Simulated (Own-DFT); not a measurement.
# One cell, two functionals

All numbers below are calculated, not measured. They come from Own-DFT, an in-house plane-wave density functional program, since retired, whose code no person has reviewed. Each row is one single-point run on a periodic cell that was not relaxed, without spin or spin-orbit coupling.

Known limits, some of them of some rows only: forces on such cells failed a check on a denser k mesh; forces on such cells moved up to 12 meV/angstrom on a denser k mesh; forces on such cells passed a denser k mesh, each cell not checked; stress not checked against mesh or cutoff.

Each cell was run twice at the same cutoff, k mesh and smearing, with PBE and with PBEsol, on PseudoDojo norm-conserving files made for PBE. Atoms were moved at random from their sites; u is the rms move along one axis. Files made for PBEsol would give a somewhat different change.

```
                                              cell  atoms  volume (Å³/atom)  u (Å)  cutoff (hartree)  P with PBE (GPa)  P with PBEsol (GPa)  change (GPa)
        C11b WSi2 with one Si on a W site (Si21W9)     30             13.44  0.052                50              7.42                 3.57         -3.85
        C11b WSi2 with one Si on a W site (Si21W9)     30             13.44  0.055                50              7.92                 4.07         -3.86
        C11b WSi2 with one Si on a W site (Si21W9)     30             13.44  0.056                50              7.59                 3.73         -3.85
C40 NbSi2 with two Si on a Nb site each (Nb10Si26)     36             14.64  0.076                42              4.52                 1.16         -3.36
C40 NbSi2 with two Si on a Nb site each (Nb10Si26)     36             14.64  0.068                42              3.59                 0.22         -3.37
C40 NbSi2 with two Si on a Nb site each (Nb10Si26)     36             14.64  0.050                42              2.43                -0.93         -3.36
                              L1_0 TiAl (Al16Ti16)     32             15.83  0.051                42              3.80                 0.89         -2.91
                              L1_0 TiAl (Al16Ti16)     32             16.33  0.054                42              0.01                -2.76         -2.77
                              L1_0 TiAl (Al16Ti16)     32             16.06  0.054                42              1.67                    ?             ?
                              beta-Si3N4 (N24Si18)     42             10.70  0.044                42              0.46                -1.90         -2.37
                              beta-Si3N4 (N64Si48)    112             10.41  0.021                42              5.61                 3.20         -2.41
                              beta-Si3N4 (N64Si48)    112             10.42  0.051                42              7.84                 5.43         -2.41
```

## Worked reading

Mean change of pressure by composition, in GPa: Si7W3, -3.85; Nb5Si13, -3.36; AlTi, -2.84; N4Si3, -2.39. At a fixed cell PBEsol gives the lower pressure, because it favours a smaller volume than PBE. Here the change varies more between materials than between cells of one material.

## Withheld value

Question: what PBEsol pressure should the Al16Ti16 cell with the blank give?

Adding the mean change of the cells with its composition, -2.84 GPa, to 1.67 gives -1.2 GPa. The calculation gave -1.18 GPa.
